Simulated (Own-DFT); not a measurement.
# How strain changes the stress of wurtzite AlGaN with randomly placed atoms, 72 atoms (Al27Ga9N36)

Calculated results; nothing here was measured. They come from Own-DFT, an in-house plane-wave density functional program, since retired, whose code no person has reviewed. Each row is one single-point run on a periodic cell that was not relaxed, without spin or spin-orbit coupling.

Settings of every run: PBE; PseudoDojo norm-conserving scalar-relativistic files (stringent for Ga); cutoff 96 hartree; 4 x 4 x 3 k mesh centred on Gamma; Gaussian smearing of 0.01 eV.

Known limits: forces on such cells passed a denser k mesh, each cell not checked; stress not checked against mesh or cutoff.

Unstrained cell vectors in Å: (9.394, 0.000, 0.000); (-4.697, 8.135, 0.000); (0.000, 0.000, 10.065). The unstrained cell has measured lattice constants (interpolated for alloys), not those of this functional. That, the random moves and any unrelaxed bonds set the pressure at no strain. Each run strains this cell uniformly, with the atoms carried along. Every atom was also moved at random, by a Gaussian of width 0.05 Å on each axis. The random placing of the alloy's atoms differs from row to row. Strain is the symmetric tensor, in per cent. Stress is positive in tension, and the pressure is minus a third of its trace.

```
run  e_xx (%)  e_yy (%)  e_zz (%)  s_xx (GPa)  s_yy (GPa)  s_zz (GPa)  P (GPa)  E (meV/atom)
  1      0.00      0.00     -1.50       -6.58       -9.93      -12.49     9.66          21.7
  2      0.00      0.00     -2.00       -7.31       -7.48      -18.27    11.02          33.3
  3      0.00      0.00      1.50       -7.00       -4.03       -0.20     3.74          12.2
  4      0.00      0.00     -1.25       -5.30       -7.50      -14.19     9.00          19.9
  5      0.00      0.00      0.25       -5.04       -6.28       -6.81     6.04           9.1
  6      0.00      0.00     -1.75       -6.83       -8.56      -15.30    10.23          24.0
  7      0.00      0.00      2.25       -3.11       -6.12        3.03     2.07           6.1
  8      0.00      0.00     -0.75       -6.04       -8.17       -8.45     7.55           0.0
  9      0.00      0.00      2.00           ?           ?           ?        ?             ?
```

E is the free energy for each atom above the lowest run shown.

## Worked fit

The change of volume is close to e_xx + e_yy + e_zz. A straight line through the runs shown gives P = 6.59 - 203 x (fractional change of volume) GPa, with an error of 7 on the slope and a scatter of 0.29 GPa. The strain isn't the same on all axes and the cell isn't cubic, so the slope belongs to this path and is not the bulk modulus.

## Withheld run

Question: what pressure should run 9 give? Its volume changes by 2.00 %.

The line gives 2.5 GPa. The calculation gave 2.26 GPa.
